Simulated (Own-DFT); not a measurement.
Hf36O71 (tetragonal hafnia with one neutral oxygen vacancy, atoms displaced) (calculated)

Computed with Own-DFT development build. A calculation, not a measurement: plane-wave PBE and HSE06 DFT by an unreviewed code, no spin, of a simulated cell at Gamma alone, so results move with cell size and shape, stress positive in tension, energies less offsets, not probed for a lower state with spin; hafnium file: forces about 75 meV/angstrom off all-electron values; oxygen file: force components 24 meV/angstrom off all-electron in a glass; k mesh not checked against a denser one; forces and stress are PBE's, HSE06 gives the energy alone, and its difference from PBE has offsets of its own; offsets are fitted by least squares, one for each functional and potential file, so energies compare only between cells with the same atoms and settings and are not formation energies; the far tail of each file's local potential was reset to the Coulomb form; each entry is a single point on an unrelaxed cell, so the pressure reflects the starting lattice, taken from the Materials Project, from which strain is counted, and rises with the displacements; printed positions are rounded, which can move forces by about a meV/angstrom; the program is a retired in-house code; no spin-orbit coupling.

Settings shared by all entries: first functional PBE; second functional HSE06; exact exchange share 0.25; screening 0.11 1/bohr; exchange divergence Gygi-Baldereschi; potential files PseudoDojo norm-conserving, scalar-relativistic, made for PBE, standard set; wave cutoff 48 hartree; occupations fixed; k mesh 1 x 1 x 1 centred on Gamma.

```yaml
- entry: 1
  formula: Hf36O71
  kind: "tetragonal hafnia with one neutral oxygen vacancy, atoms displaced"
  structure:
    cell_angstrom: [[10.78, 0.0, 0.0], [0.0, 10.78, 0.0], [0.0, 0.0, 10.4493]]
    atoms_fractional:
      - [Hf, 0.00289, 0.00217, 0.992]
      - [Hf, 0.16729, 0.16617, 0.24997]
      - [O, 0.00119, 0.16448, 0.1535]
      - [O, 0.16365, 0.00165, 0.34223]
      - [O, 0.99542, 0.16886, 0.40231]
      - [O, 0.16573, 0.00026, 0.10049]
      - [Hf, 0.00128, 0.99806, 0.50172]
      - [Hf, 0.16795, 0.1649, 0.74839]
      - [O, 0.00349, 0.16698, 0.65246]
      - [O, 0.16644, 0.00498, 0.84721]
      - [O, 0.99853, 0.16622, 0.89623]
      - [O, 0.16445, 0.00178, 0.59816]
      - [Hf, 0.99854, 0.32966, 0.99796]
      - [Hf, 0.17065, 0.49679, 0.24966]
      - [O, 0.99865, 0.50365, 0.15391]
      - [O, 0.16085, 0.3306, 0.34588]
      - [O, 0.00437, 0.49965, 0.40469]
      - [O, 0.1701, 0.33254, 0.09935]
      - [Hf, 0.00057, 0.33178, 0.50226]
      - [Hf, 0.17009, 0.50055, 0.7433]
      - [O, 0.99649, 0.50149, 0.65074]
      - [O, 0.16284, 0.3308, 0.84772]
      - [O, 0.00455, 0.49856, 0.90381]
      - [O, 0.16755, 0.33021, 0.60194]
      - [Hf, 0.99846, 0.66706, 0.00399]
      - [Hf, 0.16791, 0.82545, 0.24811]
      - [O, 0.0004, 0.83435, 0.1531]
      - [O, 0.16681, 0.66798, 0.34629]
      - [O, 0.00294, 0.83337, 0.40661]
      - [O, 0.16306, 0.67395, 0.10068]
      - [Hf, 0.99409, 0.66834, 0.49544]
      - [Hf, 0.17097, 0.83418, 0.75286]
      - [O, 0.99765, 0.83316, 0.65606]
      - [O, 0.16985, 0.66792, 0.84428]
      - [O, 0.00289, 0.83318, 0.90024]
      - [O, 0.16488, 0.66469, 0.59904]
      - [Hf, 0.33029, 0.99467, 0.00159]
      - [Hf, 0.50163, 0.16628, 0.24502]
      - [O, 0.32685, 0.16495, 0.15346]
      - [O, 0.49853, 0.99808, 0.3472]
      - [O, 0.33142, 0.16713, 0.40129]
      - [O, 0.4995, 0.9994, 0.10288]
      - [Hf, 0.33898, 0.99453, 0.49743]
      - [Hf, 0.49878, 0.16826, 0.7524]
      - [O, 0.33234, 0.16465, 0.65314]
      - [O, 0.5025, 0.0023, 0.8424]
      - [O, 0.33405, 0.16249, 0.90561]
      - [O, 0.50025, 0.9968, 0.59739]
      - [Hf, 0.33645, 0.33488, 0.99819]
      - [Hf, 0.50136, 0.50115, 0.25153]
      - [O, 0.33617, 0.50083, 0.1548]
      - [O, 0.50104, 0.33548, 0.34465]
      - [O, 0.33704, 0.49801, 0.40667]
      - [O, 0.49779, 0.33482, 0.09704]
      - [Hf, 0.33355, 0.33231, 0.49911]
      - [Hf, 0.50367, 0.49955, 0.74893]
      - [O, 0.33447, 0.4954, 0.65339]
      - [O, 0.50085, 0.33087, 0.84652]
      - [O, 0.3308, 0.50156, 0.90467]
      - [O, 0.5018, 0.33298, 0.59754]
      - [Hf, 0.33684, 0.66218, 0.00039]
      - [Hf, 0.49634, 0.8294, 0.25409]
      - [O, 0.33557, 0.83451, 0.14943]
      - [O, 0.50273, 0.66826, 0.34842]
      - [O, 0.33849, 0.8328, 0.40142]
      - [O, 0.49786, 0.67169, 0.09696]
      - [Hf, 0.33434, 0.66207, 0.49997]
      - [Hf, 0.50088, 0.83632, 0.75355]
      - [O, 0.33292, 0.83565, 0.65081]
      - [O, 0.49836, 0.67085, 0.84509]
      - [O, 0.33346, 0.83924, 0.90234]
      - [O, 0.49681, 0.66856, 0.60066]
      - [Hf, 0.66726, 0.00291, 0.00112]
      - [Hf, 0.8307, 0.16822, 0.25537]
      - [O, 0.66725, 0.16499, 0.1521]
      - [O, 0.83295, 0.99946, 0.34294]
      - [O, 0.66743, 0.16271, 0.39895]
      - [O, 0.83404, 0.00021, 0.09377]
      - [Hf, 0.6616, 0.00225, 0.49589]
      - [Hf, 0.83374, 0.16616, 0.74765]
      - [O, 0.66854, 0.1674, 0.65382]
      - [O, 0.83171, 0.99852, 0.84892]
      - [O, 0.66407, 0.16122, 0.90663]
      - [O, 0.84015, 0.99388, 0.59339]
      - [Hf, 0.66569, 0.33417, 0.00122]
      - [Hf, 0.83509, 0.49798, 0.25218]
      - [O, 0.67085, 0.49846, 0.15108]
      - [O, 0.83783, 0.33219, 0.35142]
      - [O, 0.66212, 0.50119, 0.39647]
      - [O, 0.83626, 0.32986, 0.0994]
      - [Hf, 0.66641, 0.33412, 0.5036]
      - [Hf, 0.83317, 0.50247, 0.74946]
      - [O, 0.66076, 0.49775, 0.64597]
      - [O, 0.83524, 0.33771, 0.84593]
      - [O, 0.66555, 0.49547, 0.90584]
      - [O, 0.83578, 0.33538, 0.59119]
      - [Hf, 0.67064, 0.66574, 0.99722]
      - [Hf, 0.83221, 0.83096, 0.24983]
      - [O, 0.66669, 0.83418, 0.15391]
      - [O, 0.83132, 0.67071, 0.35237]
      - [O, 0.6599, 0.83123, 0.39912]
      - [O, 0.83337, 0.67022, 0.10158]
      - [Hf, 0.66788, 0.66969, 0.49354]
      - [Hf, 0.83016, 0.83463, 0.7553]
      - [O, 0.67135, 0.83822, 0.65517]
      - [O, 0.83683, 0.66799, 0.84423]
      - [O, 0.66606, 0.83248, 0.89981]
  results:
    "PBE_energy_of_cell_above_offsets [eV]": "-100.649"
    "HSE06_less_PBE_above_offsets [eV]": "-0.126"
    "PBE_pressure [GPa]": 1.09
    "PBE_stress_xx [GPa]": 0.25
    "PBE_stress_yy [GPa]": -1.7
    "PBE_stress_zz [GPa]": -1.82
    "PBE_stress_yz [GPa]": 0.29
    "PBE_stress_xz [GPa]": 0.11
    "PBE_stress_xy [GPa]": -0.04
    force_element: [Hf, Hf, O, O, O, O, Hf, Hf, O, O, O, O, Hf, Hf, O, O, O, O, Hf, Hf, O, O, O, O, Hf, Hf, O, O, O, O, Hf, Hf, O, O, O, O, Hf, Hf, O, O, O, O, Hf, Hf, O, O, O, O, Hf, Hf, O, O, O, O, Hf, Hf, O, O, O, O, Hf, Hf, O, O, O, O, Hf, Hf, O, O, O, O, Hf, Hf, O, O, O, O, Hf, Hf, O, O, O, O, Hf, Hf, O, O, O, O, Hf, Hf, O, O, O, O, Hf, Hf, O, O, O, O, Hf, Hf, O, O, O]
    "force_x [eV/angstrom]": [-0.235, -0.722, -0.506, 0.326, -0.044, 0.022, 0.575, -0.006, -1.134, -0.085, -0.377, 0.903, 1.055, -1.261, 0.385, 0.609, -0.322, -0.37, 0.597, -1.371, 0.078, 0.535, -0.417, 0.252, 0.657, -0.467, -0.391, 0.495, -0.139, 1.062, 0.219, -1.07, 0.26, 0.265, -0.027, 0.517, 0.006, -1.169, 1.912, 0.102, 0.424, 0.02, -1.431, -0.43, 0.935, 0.019, 0.406, 0.312, -1.474, 0.775, -0.259, 0.042, -0.28, 0.662, -0.247, -0.733, 0.662, -0.034, 0.366, -0.442, -1.014, 0.609, -0.502, -0.513, -0.227, 1.097, -0.556, 0.039, 0.212, 0.05, 0.041, 0.642, 0.127, 1.488, -0.265, -0.275, -0.245, 0.046, 1.241, 0.939, -0.262, 0.026, 0.216, -1.858, 0.622, 0.194, -0.519, -0.682, 0.434, -0.809, 0.218, 0.636, 1.228, -0.405, -0.202, -1.013, -0.642, 0.295, -0.154, 0.125, 0.312, -0.325, -0.029, 1.094, -0.867, -0.595, 0.011]
    "force_y [eV/angstrom]": [-0.306, -0.674, 0.335, -1.008, -0.524, -0.324, 0.493, 0.646, 0.213, -1.053, 0.208, -0.28, 0.133, -0.225, -0.03, 1.067, 0.338, 0.713, -0.185, -0.02, 0.248, 0.424, 0.552, 0.573, 0.085, 1.984, -0.36, -1.162, -0.296, -0.625, -0.224, -0.018, -0.645, -0.372, -0.134, -0.224, 1.36, -0.501, 0.29, 0.704, -0.02, 0.396, 0.966, -0.655, 0.2, -0.254, 0.866, 0.246, -1.281, -0.151, 0.367, -0.561, 0.095, -0.123, -1.088, 0.495, 0.134, 0.83, -0.534, -0.22, 1.395, 1.046, -0.233, -1.118, -0.79, -0.639, 1.083, 0.045, 0.08, -1.253, -1.553, -0.159, -1.202, -0.701, 0.386, -0.458, 1.153, -0.03, -1.068, -0.246, -0.005, 0.902, 1.886, 0.881, -1.005, -0.23, 0.05, 0.884, -0.157, 0.295, 0.14, -0.151, 0.243, -1.013, 1.161, -0.224, 0.818, 1.43, -0.356, -1.043, 0.744, -0.25, -0.429, 0.572, -0.672, -0.86, -0.23]
    "force_z [eV/angstrom]": [1.572, -0.118, -0.378, 0.621, 0.436, -1.136, -0.629, -0.034, -0.07, 0.434, 0.321, -0.227, 0.122, 0.105, 0.188, 0.554, -0.344, -0.472, -0.605, 1.029, 0.419, -0.142, 0.222, -0.712, -0.576, -0.366, 0.226, 0.35, -0.577, -0.557, 1.47, -0.696, -0.032, 0.378, 0.612, -0.678, 1.147, 0.202, -0.134, 0.408, 0.463, -0.765, 0.265, -0.417, -0.063, 0.582, -0.183, -0.174, 0.037, -0.018, -0.301, 0.118, -0.751, 0.04, 0.39, -0.119, -0.15, 0.357, -0.338, -0.031, -0.1, -1.222, 0.321, 0.108, -0.112, -0.114, 0.789, -1.034, 0.118, 0.602, -0.46, -0.569, 0.861, -0.81, -0.07, 0.261, 0.342, -0.223, 0.48, 0.217, -0.362, -0.341, -0.617, 0.375, 0.463, 0.174, -0.06, -0.405, 0.597, -0.157, -0.912, -0.723, 0.558, -0.038, -0.853, 1.073, 0.784, -0.772, -0.064, 0.244, 0.548, -0.471, 1.124, -1.176, -0.631, 0.438, 0.544]
- entry: 2
  formula: Hf36O71
  kind: "tetragonal hafnia with one neutral oxygen vacancy, atoms displaced"
  structure:
    cell_angstrom: [[10.78, 0.0, 0.0], [0.0, 10.78, 0.0], [0.0, 0.0, 10.4493]]
    atoms_fractional:
      - [Hf, 0.00233, 0.00032, 0.00149]
      - [Hf, 0.16313, 0.16916, 0.25249]
      - [O, 0.00057, 0.16355, 0.14954]
      - [O, 0.1702, 0.99756, 0.34712]
      - [O, 0.9975, 0.16511, 0.4015]
      - [O, 0.16609, 0.00174, 0.09879]
      - [Hf, 0.9964, 0.99961, 0.49344]
      - [Hf, 0.16891, 0.16832, 0.74995]
      - [O, 0.99786, 0.16776, 0.65126]
      - [O, 0.16672, 0.99676, 0.84365]
      - [O, 0.99929, 0.16088, 0.90671]
      - [O, 0.16562, 0.99675, 0.59327]
      - [Hf, 0.00069, 0.33152, 0.99971]
      - [Hf, 0.16853, 0.5031, 0.2488]
      - [O, 0.99948, 0.49326, 0.14803]
      - [O, 0.16388, 0.33268, 0.35066]
      - [O, 0.99918, 0.50155, 0.39696]
      - [O, 0.16856, 0.33016, 0.09505]
      - [Hf, 0.00535, 0.33269, 0.49975]
      - [Hf, 0.16897, 0.50275, 0.74917]
      - [O, 0.99737, 0.49562, 0.65421]
      - [O, 0.16834, 0.33497, 0.84726]
      - [O, 0.00223, 0.50152, 0.90388]
      - [O, 0.16759, 0.32992, 0.59903]
      - [Hf, 0.99692, 0.66514, 0.99916]
      - [Hf, 0.16682, 0.83002, 0.24984]
      - [O, 0.99886, 0.83481, 0.15586]
      - [O, 0.16931, 0.66771, 0.34748]
      - [O, 0.00132, 0.83507, 0.40081]
      - [O, 0.16492, 0.6714, 0.0972]
      - [Hf, 0.99743, 0.67039, 0.4978]
      - [Hf, 0.16699, 0.8293, 0.7495]
      - [O, 0.99975, 0.83608, 0.64994]
      - [O, 0.16748, 0.66501, 0.83961]
      - [O, 0.99733, 0.83492, 0.89981]
      - [O, 0.17307, 0.66842, 0.59653]
      - [Hf, 0.33263, 0.00356, 0.99974]
      - [Hf, 0.50135, 0.16282, 0.25138]
      - [O, 0.33005, 0.16644, 0.1486]
      - [O, 0.49965, 0.99977, 0.34954]
      - [O, 0.33507, 0.16426, 0.3973]
      - [O, 0.50131, 0.00122, 0.09895]
      - [Hf, 0.33215, 0.99867, 0.49933]
      - [Hf, 0.49873, 0.16226, 0.74859]
      - [O, 0.33181, 0.16785, 0.65941]
      - [O, 0.50006, 0.99873, 0.8481]
      - [O, 0.33385, 0.16352, 0.9015]
      - [O, 0.50173, 0.99882, 0.60023]
      - [Hf, 0.33317, 0.33378, 0.00238]
      - [Hf, 0.49745, 0.50019, 0.25566]
      - [O, 0.33365, 0.50262, 0.15588]
      - [O, 0.50346, 0.33174, 0.35308]
      - [O, 0.33315, 0.50158, 0.40302]
      - [O, 0.49922, 0.3328, 0.09786]
      - [Hf, 0.33294, 0.33667, 0.49631]
      - [Hf, 0.50105, 0.50189, 0.74811]
      - [O, 0.33818, 0.50232, 0.65108]
      - [O, 0.49993, 0.33376, 0.8496]
      - [O, 0.3339, 0.50159, 0.90701]
      - [O, 0.50574, 0.33833, 0.59882]
      - [Hf, 0.33155, 0.67146, 0.00385]
      - [Hf, 0.49907, 0.83118, 0.25268]
      - [O, 0.33424, 0.83957, 0.15324]
      - [O, 0.50006, 0.66921, 0.3516]
      - [O, 0.33361, 0.83185, 0.40008]
      - [O, 0.49657, 0.66668, 0.09509]
      - [Hf, 0.33102, 0.66426, 0.49505]
      - [Hf, 0.4984, 0.83769, 0.75041]
      - [O, 0.3346, 0.83194, 0.65371]
      - [O, 0.49716, 0.66975, 0.84749]
      - [O, 0.33099, 0.83513, 0.90218]
      - [O, 0.49805, 0.66039, 0.5968]
      - [Hf, 0.66929, 0.00137, 0.99979]
      - [Hf, 0.82879, 0.17129, 0.2496]
      - [O, 0.66568, 0.16399, 0.15407]
      - [O, 0.66876, 0.16277, 0.4063]
      - [O, 0.83336, 0.99955, 0.0981]
      - [Hf, 0.66343, 0.99909, 0.49625]
      - [Hf, 0.83821, 0.16736, 0.75381]
      - [O, 0.6678, 0.16961, 0.64635]
      - [O, 0.84043, 0.00078, 0.84746]
      - [O, 0.67055, 0.16642, 0.90181]
      - [O, 0.83865, 0.99843, 0.598]
      - [Hf, 0.66709, 0.33019, 0.00227]
      - [Hf, 0.83259, 0.49442, 0.2509]
      - [O, 0.65853, 0.49334, 0.14737]
      - [O, 0.83234, 0.3324, 0.34546]
      - [O, 0.66377, 0.49793, 0.40332]
      - [O, 0.83313, 0.3319, 0.09212]
      - [Hf, 0.67203, 0.33467, 0.50236]
      - [Hf, 0.83312, 0.49445, 0.75131]
      - [O, 0.67274, 0.50552, 0.65336]
      - [O, 0.83581, 0.33175, 0.85024]
      - [O, 0.66683, 0.49969, 0.90341]
      - [O, 0.83504, 0.33265, 0.6007]
      - [Hf, 0.66885, 0.66908, 0.99778]
      - [Hf, 0.83034, 0.8367, 0.25109]
      - [O, 0.66782, 0.83399, 0.15554]
      - [O, 0.8347, 0.66791, 0.34936]
      - [O, 0.66486, 0.83401, 0.40466]
      - [O, 0.8356, 0.67173, 0.09696]
      - [Hf, 0.66828, 0.66465, 0.5001]
      - [Hf, 0.83457, 0.83289, 0.75096]
      - [O, 0.67093, 0.8323, 0.64751]
      - [O, 0.83622, 0.66304, 0.8498]
      - [O, 0.66473, 0.83356, 0.90337]
      - [O, 0.83398, 0.66349, 0.59861]
  results:
    "PBE_energy_of_cell_above_offsets [eV]": "-101.043"
    "HSE06_less_PBE_above_offsets [eV]": "-0.140"
    "PBE_pressure [GPa]": 0.69
    "PBE_stress_xx [GPa]": 0.35
    "PBE_stress_yy [GPa]": -1.14
    "PBE_stress_zz [GPa]": -1.28
    "PBE_stress_yz [GPa]": 0.3
    "PBE_stress_xz [GPa]": 0.02
    "PBE_stress_xy [GPa]": -0.04
    force_element: [Hf, Hf, O, O, O, O, Hf, Hf, O, O, O, O, Hf, Hf, O, O, O, O, Hf, Hf, O, O, O, O, Hf, Hf, O, O, O, O, Hf, Hf, O, O, O, O, Hf, Hf, O, O, O, O, Hf, Hf, O, O, O, O, Hf, Hf, O, O, O, O, Hf, Hf, O, O, O, O, Hf, Hf, O, O, O, O, Hf, Hf, O, O, O, O, Hf, Hf, O, O, O, Hf, Hf, O, O, O, O, Hf, Hf, O, O, O, O, Hf, Hf, O, O, O, O, Hf, Hf, O, O, O, O, Hf, Hf, O, O, O, O]
    "force_x [eV/angstrom]": [-0.086, 0.601, -0.555, -0.111, -0.154, 0.222, 0.514, -0.843, 0.925, 0.01, 0.22, 0.339, 0.353, -0.988, 0.123, 0.26, 0.083, -0.458, -0.643, -0.081, 1.159, -0.199, 0.14, 0.36, -0.211, -0.147, 0.026, -0.097, -0.366, -0.082, -0.167, -0.123, 0.079, -0.105, 0.298, -1.566, -0.203, -1.165, 0.524, 0.138, -0.125, 0.13, -0.494, 0.905, 0.628, 0.126, -0.097, -0.71, 0.727, 0.935, -0.346, -0.463, -0.168, -0.188, 1.097, 0.443, -1.243, -0.032, -0.256, -0.948, 0.744, 0.06, -0.101, 0.06, 0.125, 0.687, 1.061, 0.439, 0.068, 0.262, 0.007, 0.522, -0.281, 0.859, 0.206, 0.472, -0.16, 1.024, -0.783, 0.015, -0.783, -0.152, -1.136, -1.175, -0.168, 1.262, -0.085, 0.366, 0.093, -0.789, 0.193, -0.742, 0.203, 0.151, 0.311, -0.512, 0.589, -0.51, -0.202, 0.431, -0.624, -0.285, 0.332, -0.7, -0.26, 0.419, 0.553]
    "force_y [eV/angstrom]": [-0.809, -1.373, 0.587, 0.5, 0.536, -0.192, -0.118, -0.631, 0.304, 0.627, 1.393, 0.396, 0.243, -0.411, 0.266, 0.713, -0.199, 0.3, 0.219, -0.641, 0.167, -0.269, -0.545, 0.253, 0.626, 1.401, -0.021, -0.649, -0.428, -0.369, -0.226, 1.065, -0.849, 0.178, -0.839, -0.355, -0.464, 0.419, 0.033, -0.283, 0.759, 0.165, -0.315, 1.168, -0.041, 0.426, 0.808, 0.205, -0.355, -0.363, -0.158, 0.024, -0.859, -0.355, -0.95, -0.033, -0.623, -0.475, 0.195, -0.077, -0.22, 0.519, -0.56, -0.709, 0.193, 0.32, 1.15, -1.099, 0.297, -0.09, -0.161, 0.255, -0.226, -1.859, 0.367, 0.818, 0.02, -0.14, -0.478, -0.298, -0.349, -0.391, 0.096, 1.068, 1.332, 0.48, 0.326, 0.468, -0.04, -0.853, 0.688, -0.324, 0.007, -0.048, 0.226, -0.773, 0.28, -0.201, -0.455, -0.223, -0.576, 0.354, 0.087, -0.074, 0.454, 0.341, 0.304]
    "force_z [eV/angstrom]": [0.155, -0.846, 0.751, -0.244, -0.384, -0.325, 1.213, 0.333, 0.219, 0.187, -0.73, -0.066, -0.307, -0.223, 0.675, -0.063, 0.479, 0.672, 0.644, -0.088, -0.378, -0.053, -0.101, -0.452, -0.384, -0.414, -0.044, -0.007, -0.154, 0.26, 0.621, -0.523, 0.088, 1.083, 0.449, -0.279, 0.555, -0.386, 0.717, 0.098, 0.888, -0.212, -0.062, 0.18, -1.259, 0.221, -0.051, -0.082, -0.8, -0.708, 0.142, -0.632, -0.706, 0.391, 0.882, 0.556, -0.046, -0.461, -0.073, -0.354, -1.08, -0.545, 0.017, -0.538, 0.262, 0.608, 1.345, -0.405, -0.261, -0.221, 0.223, -0.373, 0.185, -0.19, -0.159, -1.147, 0.316, 1.345, -0.945, 1.132, 0.004, 0.07, -0.892, -0.737, -0.648, 1.207, 0.397, -0.481, 1.081, 0.594, 0.179, -0.198, 0.085, -0.058, -0.524, 0.086, 0.002, -0.166, -0.329, -0.656, 0.23, 0.812, -0.381, 0.816, -0.146, -0.16, -0.318]
```
